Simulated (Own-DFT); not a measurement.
# Shaking the atoms of zincblende GaP, 96 atoms (Ga48P48)

All numbers below are calculated, not measured. They come from Own-DFT, an in-house plane-wave density functional program, since retired, whose code no person has reviewed. Each row is one single-point run on a periodic cell that was not relaxed, without spin or spin-orbit coupling.

Settings of every run: PBE; PseudoDojo norm-conserving scalar-relativistic files; cutoff 42 hartree; 2 x 3 x 3 k mesh centred on Gamma; Fermi-Dirac smearing of 0.1 eV.

Known limits, some of them of some rows only: some atoms lie very close together; forces on such cells moved up to 12 meV/angstrom on a denser k mesh; forces on such cells passed a denser k mesh, each cell not checked; stress not checked against mesh or cutoff.

Cell vectors in Å: (16.352, 0.000, 0.000); (0.000, 10.901, 0.000); (0.000, 0.000, 10.901). In each run every atom was moved at random and independently from its ideal site; u is the rms move along one axis. E is the free energy for each atom above the fitted value at u = 0, and F the rms of the force components.

```
run,u (Å),E (meV/atom),F (eV/Å),largest force (eV/Å),P (GPa)
1,0.0208,7.0,0.311,1.07,2.74
2,0.0212,7.0,0.313,1.17,2.74
3,0.0465,32.8,0.641,2.86,3.07
4,0.0466,36.0,0.664,2.84,3.14
5,0.0491,42.4,0.737,2.38,3.29
6,0.0848,?,?,?,?
7,0.0996,152.8,1.382,4.81,4.87
8,0.1335,340.8,2.479,13.65,7.75
9,0.2013,713.3,3.862,19.85,12.93
```

## Worked fit

For small independent moves the energy grows as E = (3/2) K u², with K the mean stiffness felt by one atom. The runs with u up to 0.11 Å give K = 10.7 ± 0.4 eV/Å², with residuals divided by u² + 0.0006 Å², since the noise grows with the moves. The scatter is 2.5 meV/atom at u = 0.05 Å. The forces follow F = G u with G = 14.4 eV/Å²; no force at u = 0 is resolved. G exceeds K because the moves of its neighbours add to the force on an atom, and stiffness differs between atoms. At u = 0.201 Å the parabola gives 652 meV/atom and the run 713. The pressure follows P = 2.65 + 225 u² GPa: at fixed volume, shortened bonds push harder than stretched ones pull.

## Withheld run

Question: what energy and rms force should run 6 give?

The fit gives 116 ± 8 meV/atom and about 1.22 eV/Å. The calculation gave 128.7 meV/atom and 1.314 eV/Å.
